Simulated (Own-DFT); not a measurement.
GaP (zincblende, atoms displaced) (calculated)

A calculation, not a measurement: plane-wave PBE density functional theory by an unreviewed code, no spin, of a simulated periodic cell, stress positive in tension, free energy of the whole cell less one offset for each atom, forces on such cells passed a denser k mesh, this cell's mesh not checked; offsets are fitted by least squares, one for each functional and potential file, so energies compare only between cells with the same atoms and settings and are not formation energies; the far tail of each file's local potential was reset to the Coulomb form; each entry is a single point on an unrelaxed cell, so the pressure reflects the starting lattice, mostly measured values (interpolated for alloys), from which strain is counted, and rises with the displacements; printed positions are rounded, which can move forces by about a meV/angstrom; the program, named Own-DFT, is a retired in-house code; no spin-orbit coupling. Program: Own-DFT development build.

Common to all runs: functional PBE; potential files PseudoDojo norm-conserving, scalar-relativistic, standard set; wave cutoff 42 hartree; occupations Fermi-Dirac; smearing width 0.1 eV; hardware one NVIDIA H200; k mesh 2 x 3 x 3 centred on Gamma.

```yaml
- entry: 1
  formula: GaP
  kind: "zincblende, atoms displaced"
  structure:
    cell_angstrom: [[16.3515, 0.0, 0.0], [0.0, 10.901, 0.0], [0.0, 0.0, 10.901]]
    atoms_fractional:
      - [Ga, 0.99738, 0.00587, 0.0028]
      - [Ga, 0.99754, 0.24915, 0.2485]
      - [Ga, 0.16339, 0.99704, 0.25124]
      - [Ga, 0.16337, 0.25128, 0.99062]
      - [P, 0.08064, 0.11737, 0.11963]
      - [P, 0.07692, 0.37419, 0.37869]
      - [P, 0.24781, 0.12889, 0.37522]
      - [P, 0.25093, 0.37571, 0.12502]
      - [Ga, 0.00251, 0.99592, 0.50599]
      - [Ga, 0.00298, 0.24985, 0.74545]
      - [Ga, 0.16026, 0.00663, 0.75383]
      - [Ga, 0.1678, 0.25529, 0.50223]
      - [P, 0.08412, 0.12636, 0.63033]
      - [P, 0.08177, 0.38181, 0.87834]
      - [P, 0.2468, 0.12902, 0.87339]
      - [P, 0.24877, 0.3775, 0.62562]
      - [Ga, 0.00155, 0.50402, 0.99571]
      - [Ga, 0.9968, 0.74473, 0.25475]
      - [Ga, 0.16544, 0.49971, 0.25305]
      - [Ga, 0.16427, 0.75092, 0.00173]
      - [P, 0.08425, 0.62715, 0.12581]
      - [P, 0.08219, 0.875, 0.37791]
      - [P, 0.25258, 0.62309, 0.384]
      - [P, 0.24785, 0.88181, 0.12074]
      - [Ga, 0.99993, 0.50168, 0.49433]
      - [Ga, 0.99979, 0.75625, 0.74254]
      - [Ga, 0.1698, 0.50339, 0.7427]
      - [Ga, 0.16736, 0.75583, 0.50736]
      - [P, 0.08502, 0.63424, 0.63087]
      - [P, 0.07924, 0.86917, 0.87049]
      - [P, 0.23972, 0.62512, 0.86521]
      - [P, 0.25079, 0.87445, 0.63445]
      - [Ga, 0.32728, 0.00883, 0.99201]
      - [Ga, 0.33626, 0.24926, 0.25747]
      - [Ga, 0.5092, 0.99099, 0.24107]
      - [Ga, 0.50086, 0.24724, 0.00159]
      - [P, 0.4167, 0.12603, 0.12214]
      - [P, 0.41919, 0.37618, 0.37277]
      - [P, 0.5814, 0.12683, 0.37761]
      - [P, 0.58373, 0.38283, 0.12577]
      - [Ga, 0.33655, 0.00038, 0.50649]
      - [Ga, 0.33422, 0.2591, 0.75213]
      - [Ga, 0.49933, 0.99552, 0.75071]
      - [Ga, 0.49392, 0.24848, 0.49363]
      - [P, 0.41767, 0.11987, 0.62706]
      - [P, 0.41295, 0.37111, 0.86952]
      - [P, 0.58466, 0.11777, 0.87855]
      - [P, 0.58195, 0.37314, 0.63884]
      - [Ga, 0.33423, 0.50294, 0.99805]
      - [Ga, 0.3438, 0.75155, 0.25565]
      - [Ga, 0.50216, 0.49916, 0.24464]
      - [Ga, 0.49983, 0.75502, 0.99806]
      - [P, 0.41223, 0.6171, 0.11689]
      - [P, 0.41521, 0.87869, 0.3702]
      - [P, 0.58952, 0.62062, 0.37652]
      - [P, 0.58505, 0.87964, 0.12679]
      - [Ga, 0.33187, 0.4994, 0.49869]
      - [Ga, 0.33693, 0.75037, 0.75329]
      - [Ga, 0.50017, 0.51053, 0.74124]
      - [Ga, 0.49984, 0.76089, 0.50376]
      - [P, 0.41641, 0.6279, 0.63068]
      - [P, 0.40761, 0.87397, 0.87891]
      - [P, 0.58818, 0.6252, 0.87816]
      - [P, 0.58149, 0.88404, 0.62682]
      - [Ga, 0.66697, 0.00044, 0.99587]
      - [Ga, 0.6635, 0.23768, 0.24509]
      - [Ga, 0.83416, 0.00387, 0.24786]
      - [Ga, 0.83595, 0.24548, 0.00949]
      - [P, 0.74849, 0.12543, 0.12779]
      - [P, 0.74547, 0.3692, 0.37602]
      - [P, 0.91514, 0.12121, 0.37321]
      - [P, 0.91944, 0.37736, 0.12918]
      - [Ga, 0.67234, 0.00421, 0.50189]
      - [Ga, 0.66386, 0.24791, 0.74679]
      - [Ga, 0.83202, 0.99884, 0.74936]
      - [Ga, 0.83321, 0.25139, 0.49323]
      - [P, 0.7487, 0.11796, 0.62998]
      - [P, 0.75179, 0.36581, 0.87896]
      - [P, 0.91097, 0.12898, 0.87447]
      - [P, 0.92031, 0.38113, 0.62549]
      - [Ga, 0.6695, 0.50704, 0.00205]
      - [Ga, 0.67338, 0.73881, 0.24466]
      - [Ga, 0.82987, 0.50174, 0.24915]
      - [Ga, 0.83091, 0.7558, 0.00082]
      - [P, 0.74488, 0.62213, 0.1156]
      - [P, 0.7523, 0.87963, 0.37076]
      - [P, 0.91416, 0.62402, 0.38116]
      - [P, 0.91249, 0.87587, 0.12052]
      - [Ga, 0.67172, 0.50152, 0.4937]
      - [Ga, 0.66774, 0.74707, 0.74311]
      - [Ga, 0.83258, 0.50151, 0.74893]
      - [Ga, 0.83572, 0.75572, 0.49606]
      - [P, 0.74905, 0.62336, 0.62358]
      - [P, 0.75077, 0.87257, 0.87132]
      - [P, 0.91061, 0.62414, 0.8839]
      - [P, 0.91795, 0.87418, 0.61659]
  results:
    "free_energy_of_cell_above_offsets [eV]": "-49.327"
    "pressure [GPa]": 3.37
    "stress_xx [GPa]": -3.36
    "stress_yy [GPa]": -3.4
    "stress_zz [GPa]": -3.36
    "stress_yz [GPa]": -0.92
    "stress_xz [GPa]": -0.49
    "stress_xy [GPa]": 0.54
    force_element: [Ga, Ga, Ga, Ga, P, P, P, P, Ga, Ga, Ga, Ga, P, P, P, P, Ga, Ga, Ga, Ga, P, P, P, P, Ga, Ga, Ga, Ga, P, P, P, P, Ga, Ga, Ga, Ga, P, P, P, P, Ga, Ga, Ga, Ga, P, P, P, P, Ga, Ga, Ga, Ga, P, P, P, P, Ga, Ga, Ga, Ga, P, P, P, P, Ga, Ga, Ga, Ga, P, P, P, P, Ga, Ga, Ga, Ga, P, P, P, P, Ga, Ga, Ga, Ga, P, P, P, P, Ga, Ga, Ga, Ga, P, P, P, P]
    "force_x [eV/angstrom]": [-0.56, 0.351, 0.271, 0.18, 0.672, 1.119, 0.198, -0.248, -0.016, -0.785, 0.846, -0.47, -0.091, 0.349, 0.013, 0.523, -0.494, 0.054, 0.299, 0.177, -0.399, 0.092, -0.664, 0.567, 0.241, -0.932, -1.361, 0.372, -0.483, 0.121, 2.076, -0.007, 0.379, -0.452, -1.983, 0.032, 0.015, -0.403, 0.185, 0.497, -1.169, -0.829, -0.495, 0.827, -0.105, 1.635, -0.673, -0.195, -1.592, -1.942, -0.349, -0.051, 1.569, 1.315, -1.384, 1.444, 0.78, -1.319, 0.367, 0.081, -0.228, 1.43, -0.994, 0.993, 0.598, -0.434, -0.108, -0.255, 0.293, 0.429, 0.7, -0.409, -0.979, 0.551, 0.571, 0.205, 0.612, -0.303, 1.02, -0.58, -0.846, -0.983, -0.006, -0.191, 2.373, -0.407, -0.249, 0.689, -0.696, -0.475, -0.075, -0.894, 0.735, -0.441, 0.732, -0.574]
    "force_y [eV/angstrom]": [-1.017, -0.52, 0.315, 0.18, 1.387, -0.291, -0.61, -0.327, 0.932, 0.608, -1.103, -0.29, 0.14, -0.441, 0.412, -0.259, 0.182, 0.507, -0.153, 0.244, -0.176, -0.36, 0.974, -0.749, 0.568, -0.817, -0.597, -0.179, -1.161, 1.177, 0.691, 0.759, -0.207, 0.029, 1.905, 0.559, -0.567, 0.625, -0.777, -1.26, -0.211, -1.461, 0.266, 0.126, 1.048, 1.399, 0.78, 0.403, -0.89, -0.953, 0.634, -0.356, 1.505, 0.717, 0.99, -2.107, -0.234, -0.548, -0.91, -0.806, 0.311, 0.6, 0.53, -0.812, -0.406, 1.388, -0.369, 0.758, -0.619, -0.028, 0.222, 0.317, -0.437, -0.415, -0.306, -0.173, 1.417, 0.692, -0.344, -0.55, -2.176, 1.286, -0.345, -0.511, 0.813, -0.639, -0.072, 0.006, -0.843, 0.425, -0.493, -0.362, 0.413, 0.101, 0.504, 0.397]
    "force_z [eV/angstrom]": [-1.303, 0.088, -0.13, 1.276, 0.855, -0.594, 0.35, 0.099, -0.674, 0.973, 0.341, -0.246, -1.203, -1.35, -0.829, -0.247, 0.82, -0.488, 0.07, -0.357, 0.364, -0.144, -1.059, 0.563, 1.219, 0.856, 0.141, -0.355, -1.124, 0.948, 1.538, -0.423, 1.004, -0.94, 1.521, -0.316, 0.487, 0.194, -0.189, -0.666, -0.454, -0.915, 0.962, 1.236, 0.239, 1.025, -0.632, -2.278, -1.221, -1.185, 0.557, 0.189, 1.17, 0.775, -0.325, -1.262, 0.522, -0.006, 1.624, -0.49, -1.466, 0.062, -0.629, -0.394, 0.389, 0.486, -0.155, -0.162, -0.645, -0.965, 0.518, -0.447, -0.625, 1.074, 0.099, 1.001, -0.449, -0.194, -0.296, -0.305, -1.361, 0.877, 0.138, -0.106, 1.07, 0.03, -0.903, 0.881, 1.236, 0.399, 0.55, 0.184, -0.456, -0.037, -1.154, 1.153]
    "wall_time [s]": 926.2
- entry: 2
  formula: GaP
  kind: "zincblende, atoms displaced"
  structure:
    cell_angstrom: [[16.3515, 0.0, 0.0], [0.0, 10.901, 0.0], [0.0, 0.0, 10.901]]
    atoms_fractional:
      - [Ga, 0.00079, 0.00161, 0.99873]
      - [Ga, 0.00068, 0.24435, 0.25466]
      - [Ga, 0.16356, 0.99639, 0.25141]
      - [Ga, 0.16273, 0.24822, 0.99899]
      - [P, 0.08208, 0.12051, 0.12669]
      - [P, 0.07776, 0.37759, 0.3739]
      - [P, 0.24993, 0.12673, 0.3738]
      - [P, 0.25104, 0.37729, 0.12462]
      - [Ga, 0.99993, 0.00481, 0.50499]
      - [Ga, 0.00117, 0.25477, 0.75015]
      - [Ga, 0.16191, 0.00376, 0.75127]
      - [Ga, 0.16739, 0.24942, 0.50393]
      - [P, 0.08384, 0.12023, 0.63316]
      - [P, 0.08342, 0.36992, 0.87519]
      - [P, 0.25333, 0.12982, 0.8697]
      - [P, 0.25275, 0.37602, 0.62776]
      - [Ga, 0.99771, 0.50529, 0.99418]
      - [Ga, 0.00207, 0.73818, 0.24734]
      - [Ga, 0.17107, 0.50593, 0.24645]
      - [Ga, 0.17057, 0.74811, 0.00121]
      - [P, 0.08756, 0.62525, 0.12824]
      - [P, 0.085, 0.87057, 0.37206]
      - [P, 0.25096, 0.6278, 0.37611]
      - [P, 0.2542, 0.87144, 0.12683]
      - [Ga, 0.00086, 0.49223, 0.5122]
      - [Ga, 0.00391, 0.75498, 0.74561]
      - [Ga, 0.16447, 0.49605, 0.74687]
      - [Ga, 0.16821, 0.74569, 0.50011]
      - [P, 0.08306, 0.62894, 0.62798]
      - [P, 0.08145, 0.87573, 0.87234]
      - [P, 0.2538, 0.62826, 0.87264]
      - [P, 0.24929, 0.879, 0.62644]
      - [Ga, 0.33172, 0.99981, 0.00659]
      - [Ga, 0.32785, 0.25285, 0.25259]
      - [Ga, 0.50072, 4.0e-05, 0.25223]
      - [Ga, 0.49643, 0.24294, 0.99489]
      - [P, 0.41166, 0.11844, 0.12357]
      - [P, 0.41956, 0.36831, 0.36935]
      - [P, 0.57658, 0.12955, 0.37491]
      - [P, 0.57768, 0.37478, 0.11969]
      - [Ga, 0.33112, 0.00709, 0.49465]
      - [Ga, 0.33532, 0.24433, 0.75095]
      - [Ga, 0.50124, 0.00273, 0.74489]
      - [Ga, 0.49536, 0.25377, 0.50383]
      - [P, 0.41535, 0.12454, 0.61658]
      - [P, 0.41725, 0.36863, 0.87061]
      - [P, 0.58203, 0.12847, 0.87382]
      - [P, 0.58288, 0.37403, 0.62032]
      - [Ga, 0.33402, 0.49817, 0.99069]
      - [Ga, 0.33326, 0.74311, 0.24827]
      - [Ga, 0.49405, 0.50153, 0.2568]
      - [Ga, 0.50022, 0.75311, 0.99854]
      - [P, 0.41394, 0.62228, 0.13602]
      - [P, 0.41316, 0.87284, 0.37294]
      - [P, 0.5845, 0.62381, 0.36531]
      - [P, 0.57971, 0.87428, 0.12397]
      - [Ga, 0.33299, 0.50473, 0.49428]
      - [Ga, 0.33341, 0.75322, 0.75476]
      - [Ga, 0.50452, 0.49501, 0.75143]
      - [Ga, 0.49936, 0.7592, 0.49849]
      - [P, 0.41841, 0.63079, 0.62162]
      - [P, 0.41945, 0.87252, 0.87618]
      - [P, 0.58318, 0.62321, 0.87294]
      - [P, 0.58288, 0.87526, 0.62079]
      - [Ga, 0.66695, 0.00199, 0.99514]
      - [Ga, 0.6667, 0.25843, 0.24456]
      - [Ga, 0.83636, 0.98957, 0.2432]
      - [Ga, 0.8332, 0.25227, 0.99841]
      - [P, 0.74761, 0.11862, 0.12065]
      - [P, 0.74828, 0.3793, 0.38145]
      - [P, 0.91345, 0.12436, 0.37336]
      - [P, 0.91738, 0.37904, 0.12926]
      - [Ga, 0.66925, 0.00359, 0.50533]
      - [Ga, 0.67509, 0.24191, 0.75923]
      - [Ga, 0.83549, 0.00314, 0.75488]
      - [Ga, 0.82867, 0.24806, 0.50465]
      - [P, 0.74828, 0.13692, 0.61968]
      - [P, 0.749, 0.37431, 0.8757]
      - [P, 0.91433, 0.11674, 0.87706]
      - [P, 0.91622, 0.37634, 0.62339]
      - [Ga, 0.66352, 0.49294, 0.9999]
      - [Ga, 0.66935, 0.7509, 0.24512]
      - [Ga, 0.83385, 0.49539, 0.25806]
      - [Ga, 0.83135, 0.75381, 0.01163]
      - [P, 0.75269, 0.62514, 0.1154]
      - [P, 0.75464, 0.87651, 0.37341]
      - [P, 0.91706, 0.62381, 0.3785]
      - [P, 0.91747, 0.87802, 0.12495]
      - [Ga, 0.67058, 0.50883, 0.49648]
      - [Ga, 0.67305, 0.75444, 0.74501]
      - [Ga, 0.83227, 0.50273, 0.74869]
      - [Ga, 0.83346, 0.74479, 0.49923]
      - [P, 0.7516, 0.63633, 0.62345]
      - [P, 0.74944, 0.87832, 0.87415]
      - [P, 0.91934, 0.62894, 0.87969]
      - [P, 0.91552, 0.87297, 0.61539]
  results:
    "free_energy_of_cell_above_offsets [eV]": "-50.329"
    "pressure [GPa]": 3.21
    "stress_xx [GPa]": -3.24
    "stress_yy [GPa]": -3.21
    "stress_zz [GPa]": -3.18
    "stress_yz [GPa]": -0.04
    "stress_xz [GPa]": 0.14
    "stress_xy [GPa]": -0.4
    force_element: [Ga, Ga, Ga, Ga, P, P, P, P, Ga, Ga, Ga, Ga, P, P, P, P, Ga, Ga, Ga, Ga, P, P, P, P, Ga, Ga, Ga, Ga, P, P, P, P, Ga, Ga, Ga, Ga, P, P, P, P, Ga, Ga, Ga, Ga, P, P, P, P, Ga, Ga, Ga, Ga, P, P, P, P, Ga, Ga, Ga, Ga, P, P, P, P, Ga, Ga, Ga, Ga, P, P, P, P, Ga, Ga, Ga, Ga, P, P, P, P, Ga, Ga, Ga, Ga, P, P, P, P, Ga, Ga, Ga, Ga, P, P, P, P]
    "force_x [eV/angstrom]": [-0.085, -0.445, 0.827, 0.92, 0.195, 1.392, -0.968, -0.467, 0.067, -0.689, 1.374, -0.357, -0.612, -0.272, -1.092, -0.018, 0.805, -0.484, -0.331, -0.269, -0.373, -0.707, -0.327, -0.948, 0.225, -1.155, 0.478, -0.032, 0.304, 0.689, -0.976, -0.07, -0.05, 0.771, -0.566, -0.204, 0.766, -1.242, 1.312, -0.128, 0.083, 0.2, -0.243, 0.696, -0.004, 0.109, 0.294, 1.05, 0.335, -0.153, 1.016, -0.082, 0.472, 0.085, -0.063, 0.92, 0.73, 0.439, -0.607, 0.1, -0.103, -0.492, 0.552, 0.71, -0.921, -0.405, -0.698, 0.173, 0.625, 0.252, -0.054, 0.194, -0.614, -1.554, -0.631, 1.315, 0.223, 0.57, 0.851, -0.756, 0.019, -0.051, -0.105, 0.699, -0.836, -0.814, 0.395, 1.149, -1.111, -1.409, 0.233, 0.355, -0.017, 0.415, -0.884, 0.087]
    "force_y [eV/angstrom]": [-0.436, 0.438, -0.058, -0.182, 0.333, -0.14, -0.027, -0.147, -0.429, -0.865, -0.716, 0.298, 1.328, 0.998, -1.036, -0.07, -0.744, 1.046, -0.745, 0.398, -0.332, 0.038, -0.292, 0.269, 1.189, -0.058, 0.408, 0.735, -0.777, -0.066, -0.73, -0.033, -0.388, -0.282, -0.149, 0.201, 1.061, 0.497, 0.03, 0.003, -1.078, 0.54, -0.204, -0.111, -0.13, 0.574, -0.663, 0.064, 0.032, 0.802, -0.299, -1.007, -0.211, 0.5, 0.644, 0.392, -0.583, 0.22, 0.348, -0.927, -0.564, 0.988, 0.475, 0.305, -0.41, -0.711, 1.35, -0.283, 0.877, -0.654, -0.151, -0.634, -0.053, 0.943, -0.664, 0.918, -2.014, 0.477, 1.747, -0.707, 0.721, 0.061, 0.653, 0.384, -1.131, -0.248, -0.55, -1.072, -0.018, 0.106, 0.226, 0.807, -1.535, -0.239, 0.768, 0.363]
    "force_z [eV/angstrom]": [0.051, -0.388, -0.207, 0.4, -0.133, 0.242, -0.122, -0.604, -0.86, 0.05, 0.577, -0.186, -1.118, 0.174, 1.107, -0.432, 0.969, 0.448, 0.725, -0.205, -1.233, 0.674, -0.212, 0.093, -1.092, 0.213, 0.393, 0.227, -0.38, 0.832, -0.016, -0.065, -1.327, -0.631, -0.203, 0.765, 0.778, 0.746, 0.172, 0.51, 0.218, -0.863, 0.167, -0.302, 0.955, 0.1, -0.323, 0.513, 0.791, 0.559, -0.67, 0.434, -2.098, -0.059, 0.902, -0.009, 0.474, -0.974, -0.639, -0.584, 0.493, -0.2, 0.075, 0.515, 0.24, 0.309, 0.679, 0.575, 0.666, -0.66, 0.352, -0.46, -1.156, -0.64, -1.46, -1.286, 1.348, -0.06, 0.073, 0.814, -0.145, -0.14, -0.564, -1.473, 1.437, 0.318, 0.07, -0.287, 0.548, 0.684, 0.374, -0.791, 0.162, 0.128, -1.019, 1.165]
    "wall_time [s]": 948.4
```
